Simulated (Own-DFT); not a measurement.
# Computed records: Hf36O71 (tetragonal hafnia with one neutral oxygen vacancy, atoms displaced)

All values are calculated (Own-DFT development build). A calculation, not a measurement: plane-wave PBE and HSE06 DFT by an unreviewed code, no spin, of a simulated cell at Gamma alone, so results move with cell size and shape, stress positive in tension, energies less offsets, not probed for a lower state with spin; hafnium file: forces about 75 meV/angstrom off all-electron values; oxygen file: force components 24 meV/angstrom off all-electron in a glass; k mesh not checked against a denser one; forces and stress are PBE's, HSE06 gives the energy alone, and its difference from PBE has offsets of its own; offsets are fitted by least squares, one for each functional and potential file, so energies compare only between cells with the same atoms and settings and are not formation energies; the far tail of each file's local potential was reset to the Coulomb form; each entry is a single point on an unrelaxed cell, so the pressure reflects the starting lattice, taken from the Materials Project, from which strain is counted, and rises with the displacements; printed positions are rounded, which can move forces by about a meV/angstrom; the program is a retired in-house code; no spin-orbit coupling.

Common to all runs: first functional PBE; second functional HSE06; exact exchange share 0.25; screening 0.11 1/bohr; exchange divergence Gygi-Baldereschi; potential files PseudoDojo norm-conserving, scalar-relativistic, made for PBE, standard set; wave cutoff 48 hartree; occupations fixed; k mesh 1 x 1 x 1 centred on Gamma.

(1) Hf36O71 (tetragonal hafnia with one neutral oxygen vacancy, atoms displaced)

```
cell vectors (Å)
  10.7800     0.0000     0.0000
   0.0000    10.7800     0.0000
   0.0000     0.0000    10.4493
atoms (fractions of the cell vectors)
Hf  0.99904  0.99872  0.00093
Hf  0.16746  0.16574  0.24989
O   0.99649  0.16735  0.15397
O   0.16801  0.99778  0.34635
O   0.00318  0.16289  0.40697
O   0.17035  0.00191  0.09614
Hf  0.99946  0.99961  0.50447
Hf  0.16457  0.16417  0.74895
O   0.99713  0.16603  0.65198
O   0.16673  0.00173  0.84245
O   0.00187  0.16805  0.90227
O   0.16723  0.00135  0.59880
Hf  0.99900  0.33058  0.00007
Hf  0.16944  0.50209  0.24886
O   0.00168  0.50289  0.15081
O   0.16777  0.33363  0.35016
O   0.16579  0.33098  0.09912
Hf  0.99373  0.33575  0.50188
Hf  0.16313  0.50291  0.75448
O   0.00002  0.50107  0.65646
O   0.16721  0.33278  0.84434
O   0.00092  0.49971  0.90545
O   0.16261  0.33059  0.59678
Hf  0.99914  0.66652  0.99869
Hf  0.16545  0.83206  0.25158
O   0.00063  0.83666  0.15363
O   0.16151  0.66899  0.34685
O   0.00599  0.83426  0.40051
O   0.16619  0.67052  0.09656
Hf  0.00489  0.66353  0.50489
Hf  0.16512  0.83330  0.75099
O   0.99891  0.83284  0.64945
O   0.16729  0.66436  0.84487
O   0.99908  0.83162  0.90243
O   0.15902  0.66764  0.60018
Hf  0.33379  0.00350  0.00203
Hf  0.49757  0.16931  0.25125
O   0.33265  0.16675  0.15260
O   0.50008  0.00019  0.35088
O   0.33694  0.16696  0.40557
O   0.50048  0.99792  0.09797
Hf  0.32965  0.99894  0.49923
Hf  0.49775  0.16674  0.74829
O   0.33418  0.16188  0.65561
O   0.50097  0.99475  0.84891
O   0.33138  0.16865  0.90447
O   0.50532  0.00155  0.60116
Hf  0.33293  0.33292  0.00443
Hf  0.50640  0.49821  0.25205
O   0.33057  0.50000  0.15409
O   0.50056  0.33652  0.34598
O   0.33078  0.50327  0.40313
O   0.49687  0.33766  0.09785
Hf  0.33223  0.33577  0.49734
Hf  0.50122  0.50550  0.75267
O   0.33315  0.50013  0.65152
O   0.49784  0.32818  0.84406
O   0.33048  0.50122  0.90150
O   0.50349  0.33377  0.60105
Hf  0.33331  0.66821  0.99850
Hf  0.49375  0.83661  0.25059
O   0.32808  0.83051  0.15122
O   0.50022  0.66644  0.34879
O   0.33460  0.83422  0.40064
O   0.49261  0.67010  0.09449
Hf  0.33425  0.66620  0.49954
Hf  0.50178  0.83764  0.74788
O   0.33195  0.83701  0.65513
O   0.50019  0.66392  0.85424
O   0.33888  0.83060  0.89918
O   0.49733  0.66611  0.59608
Hf  0.66548  0.99821  0.99996
Hf  0.83104  0.16367  0.24943
O   0.66676  0.16277  0.15479
O   0.82768  0.00215  0.34846
O   0.66935  0.16113  0.40335
O   0.83664  0.00041  0.09377
Hf  0.66616  0.99979  0.49769
Hf  0.82827  0.16947  0.74944
O   0.66507  0.16400  0.65463
O   0.83276  0.00526  0.84974
O   0.66827  0.16568  0.90345
O   0.82841  0.00071  0.60064
Hf  0.66535  0.32926  0.00535
Hf  0.84140  0.49855  0.24788
O   0.66394  0.49837  0.15060
O   0.82989  0.33401  0.34527
O   0.67158  0.50047  0.40093
O   0.83188  0.34049  0.09627
Hf  0.66487  0.33923  0.50105
Hf  0.83762  0.50454  0.74960
O   0.66661  0.49958  0.65514
O   0.83747  0.33367  0.84810
O   0.66672  0.49919  0.90074
O   0.83373  0.33152  0.59520
Hf  0.66671  0.66472  0.00065
Hf  0.83349  0.83443  0.25014
O   0.66884  0.83455  0.14966
O   0.83458  0.67075  0.34396
O   0.66635  0.83447  0.40185
O   0.83357  0.67134  0.09427
Hf  0.66554  0.67019  0.49887
Hf  0.83385  0.83025  0.74886
O   0.66916  0.82927  0.65352
O   0.83466  0.66393  0.84671
O   0.66580  0.83065  0.90104
O   0.82804  0.66568  0.59758
```

* PBE energy of cell above offsets: -101.090 eV
* HSE06 less PBE above offsets: -0.158 eV
* PBE pressure: 1.04 GPa
* PBE stress xx: -1.11 GPa
* PBE stress yy: -0.21 GPa
* PBE stress zz: -1.8 GPa
* PBE stress yz: -0.28 GPa
* PBE stress xz: 0.21 GPa
* PBE stress xy: -0.01 GPa

Force:
```csv
element,x (eV/Å),y (eV/Å),z (eV/Å)
Hf,0.228,0.372,-0.488
Hf,-0.987,0.169,0.33
O,0.569,0.076,0.02
O,0.507,0.731,0.21
O,-0.179,0.721,-0.378
O,-0.729,0.246,0.02
Hf,-0.52,-0.013,-0.174
Hf,-0.219,1.119,-0.216
O,-0.016,-0.239,0.298
O,0.015,-0.967,0.757
O,0.2,-0.452,0.393
O,-0.345,-0.163,-0.315
Hf,0.13,-0.14,-0.467
Hf,-0.153,-0.28,0.188
O,0.33,-0.064,0.666
O,-0.075,0.263,-0.531
O,-0.091,-0.036,0.033
Hf,1.293,-0.648,-0.624
Hf,1.467,-1.502,-0.314
O,-0.118,0.049,-1.064
O,-0.176,0.186,0.353
O,0.084,0.068,-0.29
O,0.469,0.134,-0.445
Hf,0.276,0.046,0.542
Hf,-0.606,0.2,-0.438
O,-0.056,0.107,-0.287
O,-0.033,-1.094,0.562
O,-0.462,-0.012,0.744
O,-0.368,-0.286,-0.043
Hf,-1.669,0.514,-1.588
Hf,0.319,0.178,0.014
O,-0.063,0.103,0.438
O,-0.308,1.104,0.468
O,0.133,0.304,-0.29
O,1.982,0.008,0.016
Hf,0.147,-0.775,-0.914
Hf,0.413,-0.835,0.451
O,0.519,0.019,0.202
O,-0.307,0.289,-0.597
O,-0.042,0.13,-0.457
O,-0.497,0.177,0.398
Hf,0.817,0.247,0.684
Hf,0.41,-0.274,0.179
O,-0.374,0.161,-0.498
O,0.031,1.249,0.235
O,0.145,-0.554,0.291
O,-1.114,-0.636,-0.399
Hf,-0.59,0.686,-1.364
Hf,-0.845,1.225,-0.694
O,0.821,-0.176,0.097
O,0.031,-0.644,0.542
O,0.024,-0.273,-0.145
O,0.59,-0.563,0.456
Hf,-0.618,0.207,1.337
Hf,-0.309,-1.164,0.15
O,-0.345,0.187,0.025
O,0.089,1.156,0.654
O,0.111,-0.526,0.41
O,-0.837,-0.141,-0.999
Hf,-0.175,-0.101,-0.183
Hf,0.656,-0.547,-0.547
O,0.773,0.497,0.27
O,-0.051,0.104,-0.185
O,0.04,-0.441,0.189
O,1.548,-0.1,0.815
Hf,-0.25,-0.073,0.433
Hf,-0.223,-0.669,0.583
O,-0.065,-0.217,-0.633
O,0.174,0.647,-0.981
O,-0.673,0.817,0.386
O,0.302,0.084,0.235
Hf,0.566,-0.494,-0.485
Hf,0.283,0.065,0.717
O,-0.578,0.521,-0.382
O,0.535,-0.622,-0.213
O,-0.48,1.841,-0.11
O,-0.744,0.118,0.582
Hf,0.237,0.173,0.586
Hf,0.427,-0.486,0.177
O,0.036,0.466,-0.169
O,0.168,-1.18,-0.311
O,-0.191,0.242,0.466
O,0.757,-0.345,-0.359
Hf,0.059,0.819,-1.392
Hf,-1.129,0.515,0.35
O,0.57,0.366,0.166
O,0.754,-0.198,0.021
O,-0.573,0.369,0.1
O,0.171,-0.31,0.246
Hf,0.311,-0.876,0.211
Hf,-1.492,-1.111,0.434
O,0.224,-0.032,-0.437
O,-0.116,0.328,-0.212
O,-0.033,-0.436,0.577
O,-0.73,0.249,0.273
Hf,-0.886,0.127,-0.089
Hf,0.009,0.097,-0.163
O,-0.69,0.049,0.498
O,0.235,-0.923,0.149
O,-0.104,-0.357,-0.079
O,0.149,-0.363,0.141
Hf,0.032,-0.19,-0.109
Hf,-0.297,1.145,0.313
O,-0.402,-0.186,-0.233
O,0.155,0.577,0.184
O,0.341,0.155,0.051
O,1.274,-0.094,-0.024
```

(2) Hf36O71 (tetragonal hafnia with one neutral oxygen vacancy, atoms displaced)

```
cell vectors (Å)
  10.7800     0.0000     0.0000
   0.0000    10.7800     0.0000
   0.0000     0.0000    10.4493
atoms (fractions of the cell vectors)
Hf  0.00200  0.00206  0.00303
Hf  0.16661  0.16006  0.25176
O   0.00279  0.16716  0.15307
O   0.16404  0.99338  0.34920
O   0.00106  0.15935  0.39839
O   0.16285  0.00585  0.09934
Hf  0.00011  0.00394  0.49911
Hf  0.16690  0.16903  0.75498
O   0.99928  0.16228  0.65493
O   0.16807  0.99556  0.84804
O   0.00414  0.16359  0.89594
O   0.16110  0.00251  0.59916
Hf  0.00376  0.33101  0.00438
Hf  0.16816  0.49677  0.25417
O   0.00570  0.49268  0.15358
O   0.16481  0.33209  0.35082
O   0.00277  0.50216  0.40191
O   0.17685  0.32879  0.09749
Hf  0.99435  0.32942  0.49798
Hf  0.16777  0.50252  0.74696
O   0.99013  0.50830  0.65300
O   0.17288  0.33046  0.84229
O   0.00636  0.50094  0.91100
O   0.16901  0.33459  0.60689
Hf  0.99683  0.66652  0.00497
Hf  0.17892  0.83569  0.25863
O   0.00728  0.83639  0.15350
O   0.16678  0.67149  0.34512
O   0.00414  0.83147  0.40373
O   0.16696  0.66733  0.09222
Hf  0.00250  0.66786  0.49772
Hf  0.16081  0.83262  0.74660
O   0.99681  0.83305  0.64830
O   0.99268  0.83532  0.89822
O   0.16681  0.66665  0.60029
Hf  0.32671  0.99877  0.00056
Hf  0.49143  0.16586  0.24971
O   0.33255  0.16955  0.15373
O   0.50371  0.00136  0.33894
O   0.32840  0.17126  0.41229
O   0.49096  0.99232  0.09252
Hf  0.33235  0.00502  0.49712
Hf  0.49464  0.17032  0.74687
O   0.33599  0.16416  0.65130
O   0.50087  0.00234  0.85411
O   0.33353  0.16661  0.90346
O   0.49760  0.00852  0.59659
Hf  0.33910  0.33174  0.99824
Hf  0.50147  0.50123  0.25214
O   0.33638  0.49760  0.15432
O   0.49512  0.33594  0.34361
O   0.33442  0.49905  0.40766
O   0.50948  0.33671  0.10158
Hf  0.34602  0.33293  0.49827
Hf  0.50355  0.49386  0.74669
O   0.33265  0.49604  0.65270
O   0.49976  0.32634  0.84807
O   0.33622  0.50410  0.90378
O   0.49724  0.32718  0.59520
Hf  0.32564  0.66997  0.99779
Hf  0.49861  0.83227  0.24560
O   0.33601  0.82778  0.16075
O   0.50775  0.67152  0.34779
O   0.33314  0.84172  0.40261
O   0.49579  0.66577  0.09306
Hf  0.33382  0.67263  0.50245
Hf  0.49906  0.82622  0.74802
O   0.34019  0.83907  0.65306
O   0.50428  0.66849  0.84873
O   0.33683  0.83712  0.89782
O   0.50558  0.66364  0.59366
Hf  0.66168  0.00368  0.00484
Hf  0.83330  0.16278  0.25295
O   0.65753  0.17531  0.15843
O   0.83454  0.00381  0.35186
O   0.66605  0.16575  0.40495
O   0.83597  0.99945  0.10442
Hf  0.67862  0.00378  0.49397
Hf  0.83849  0.17346  0.74846
O   0.66362  0.16659  0.64565
O   0.83727  0.99203  0.85123
O   0.66443  0.16935  0.89884
O   0.83522  0.99387  0.59536
Hf  0.67188  0.33488  0.99852
Hf  0.83492  0.49734  0.25438
O   0.65717  0.50071  0.14458
O   0.82378  0.33258  0.35241
O   0.66674  0.50506  0.39838
O   0.83311  0.33252  0.09426
Hf  0.67083  0.33447  0.49401
Hf  0.82927  0.50284  0.74560
O   0.67213  0.49890  0.64889
O   0.83103  0.32912  0.85145
O   0.66904  0.50320  0.90483
O   0.82770  0.33351  0.60512
Hf  0.65257  0.66272  0.00380
Hf  0.82661  0.83540  0.25124
O   0.66815  0.83689  0.15698
O   0.83054  0.66804  0.34496
O   0.66416  0.81649  0.40516
O   0.83058  0.65918  0.08599
Hf  0.66499  0.66808  0.50302
Hf  0.83693  0.83650  0.75563
O   0.67411  0.82894  0.65278
O   0.82610  0.66427  0.84302
O   0.66782  0.83776  0.90316
O   0.83061  0.65907  0.60728
```

* PBE energy of cell above offsets: -96.869 eV
* HSE06 less PBE above offsets: 0.085 eV
* PBE pressure: 2.21 GPa
* PBE stress xx: -2.01 GPa
* PBE stress yy: -1.97 GPa
* PBE stress zz: -2.64 GPa
* PBE stress yz: 0.31 GPa
* PBE stress xz: -0.27 GPa
* PBE stress xy: 0.15 GPa

Force:
```csv
element,x (eV/Å),y (eV/Å),z (eV/Å)
Hf,-1.206,-1.228,-0.879
Hf,0.014,1.223,-0.218
O,-0.676,0.413,0.068
O,0.394,2.124,0.418
O,-0.39,2.081,-0.176
O,1.262,0.008,0.585
Hf,0.248,-2.324,1.125
Hf,0.566,-0.714,-1.041
O,0.063,0.668,-1.167
O,-0.047,0.289,0.241
O,-0.068,0.727,0.885
O,1.039,-0.184,-0.457
Hf,0.432,0.557,-0.564
Hf,0.826,-0.106,-0.469
O,-0.76,-0.044,0.647
O,-0.559,-0.378,-0.361
O,-0.514,-1.061,-0.046
O,-1.312,0.101,-0.096
Hf,2.018,0.74,1.196
Hf,-0.722,-0.388,0.442
O,2.42,-0.957,-0.178
O,-0.214,1.324,1.19
O,0.488,-0.524,-0.576
O,-1.253,-0.115,-1.633
Hf,-0.131,0.759,-1.084
Hf,-2.582,-1.081,-1.303
O,-0.907,-0.288,0.299
O,0.501,-1.304,0.719
O,-0.5,0.657,0.129
O,-0.201,-0.197,0.106
Hf,-1.585,0.423,1.183
Hf,0.29,-0.02,0.361
O,0.906,-0.323,0.189
O,1.367,-0.898,0.682
O,0.515,0.069,-0.065
Hf,0.89,0.318,-1.682
Hf,1.22,0.772,-0.214
O,-0.2,-0.489,0.118
O,-0.213,-0.384,0.518
O,0.11,-1.181,-2.144
O,0.783,0.312,0.905
Hf,0.718,-0.103,2.565
Hf,1.578,-2.97,0.126
O,-1.497,0.222,0.288
O,-0.1,-0.141,-1.092
O,-0.365,-0.383,0.133
O,0.714,-0.654,-1.192
Hf,0.497,0.848,0.5
Hf,-0.35,0.358,-0.685
O,-0.638,0.173,0.399
O,0.147,-0.822,1.039
O,-0.147,1.297,-0.221
O,-1.908,-0.38,-0.899
Hf,-2.99,1.081,0.703
Hf,-0.245,0.796,0.811
O,0.966,0.535,0.289
O,-0.206,2.231,-0.07
O,-0.39,-0.448,-0.307
O,2.134,0.9,0.712
Hf,0.652,-0.288,-0.596
Hf,1.15,0.142,1.004
O,-0.842,0.233,-1.564
O,-1.506,-0.775,-0.371
O,0.136,-1.372,0.04
O,-1.093,0.603,1.281
Hf,0.406,-0.546,-0.244
Hf,1.994,2.259,0.855
O,-1.794,-0.862,-0.788
O,-0.055,-1.264,-0.612
O,-0.62,-0.906,0.881
O,-2.187,-0.118,1.055
Hf,-0.13,-0.477,-2.078
Hf,-0.779,0.36,-1.515
O,1.56,-1.222,-0.124
O,-0.673,-1.029,-0.056
O,0.329,0.693,-0.808
O,-0.597,0.726,0.113
Hf,-2.325,-1.332,2.096
Hf,-2.101,-1.46,0.873
O,1.163,0.05,0.49
O,-0.146,3.038,0.189
O,0.586,-0.634,0.913
O,0.161,0.714,0.039
Hf,-0.807,-0.238,-0.21
Hf,-0.698,1.49,-1.342
O,1.934,0.314,1.18
O,1.021,-0.257,-0.003
O,0.1,-1.35,-0.063
O,0.789,0.012,1.23
Hf,-0.735,-0.135,1.031
Hf,0.455,1.04,1.49
O,-2.399,-0.871,-0.133
O,0.622,0.831,-0.189
O,-0.703,-1.204,-0.967
O,1.308,-0.592,-1.167
Hf,2.452,0.894,-1.945
Hf,2.059,-0.624,-0.184
O,-0.665,-0.001,-0.528
O,0.863,-0.69,-0.388
O,0.822,4.605,-1.271
O,-0.294,0.151,1.708
Hf,1.964,-0.833,0.88
Hf,-1.031,-1.657,-0.313
O,-1.537,0.29,-0.041
O,0.679,0.256,0.472
O,-0.373,-0.254,1.115
O,0.657,0.368,-2.188
```
